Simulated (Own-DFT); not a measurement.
# Response to strain: wurtzite AlGaN with randomly placed atoms, 128 atoms (Al48Ga16N64)

Calculated results; nothing here was measured. The program, named Own-DFT, is a retired in-house plane-wave density functional code that no person has reviewed. Each row is one single-point run on a periodic cell that was not relaxed, without spin or spin-orbit coupling.

Settings of every run: PBE; PseudoDojo norm-conserving scalar-relativistic files (stringent for Ga); cutoff 96 hartree; 3 x 3 x 3 k mesh centred on Gamma; Gaussian smearing of 0.01 eV.

Known limits: k mesh not checked against a denser one; stress not checked against mesh or cutoff.

Unstrained cell vectors in Å: (12.525, 0.000, 0.000); (-6.263, 10.847, 0.000); (0.000, 0.000, 10.066). The unstrained cell has measured lattice constants (interpolated for alloys), not those of this functional. That, the random moves and any unrelaxed bonds set the pressure at no strain. Each run strains this cell uniformly, with the atoms carried along. Every atom was also moved at random, by a Gaussian of width 0.05 Å on each axis. The random placing of the alloy's atoms differs from row to row. Strain is the symmetric tensor, in per cent. Stress is positive in tension, and the pressure is minus a third of its trace.

```
run,e_xx (%),e_yy (%),e_zz (%),s_xx (GPa),s_yy (GPa),s_zz (GPa),P (GPa),E (meV/atom)
1,-1.00,-1.00,0.00,-12.39,-12.23,-7.27,10.63,8.1
2,-0.50,-0.50,0.00,-9.79,-10.25,-6.31,8.78,18.6
3,0.50,0.50,0.00,-3.00,-3.36,-6.59,4.31,0.0
4,-1.50,-1.50,0.00,-16.56,-15.23,-9.23,13.67,36.2
5,-2.50,-2.50,0.00,-22.44,-21.50,-10.98,18.31,44.1
6,-2.75,-2.75,0.00,-25.77,-25.45,-9.08,20.10,59.6
7,3.00,3.00,0.00,7.70,8.73,-3.14,-4.43,16.9
8,1.25,1.25,0.00,-1.49,0.53,-4.08,1.68,15.9
9,1.50,1.50,0.00,?,?,?,?,?
```

E is the free energy for each atom above the lowest run shown.

## Worked fit

The change of volume is close to e_xx + e_yy + e_zz. A straight line through the runs shown gives P = 7.34 - 213 x (fractional change of volume) GPa, with an error of 9 on the slope and a scatter of 0.94 GPa. The strain isn't the same on all axes and the cell isn't cubic, so the slope belongs to this path and is not the bulk modulus.

## Withheld run

Question: what pressure should run 9 give? Its volume changes by 3.02 %.

The line gives 0.9 GPa. The calculation gave -0.06 GPa.
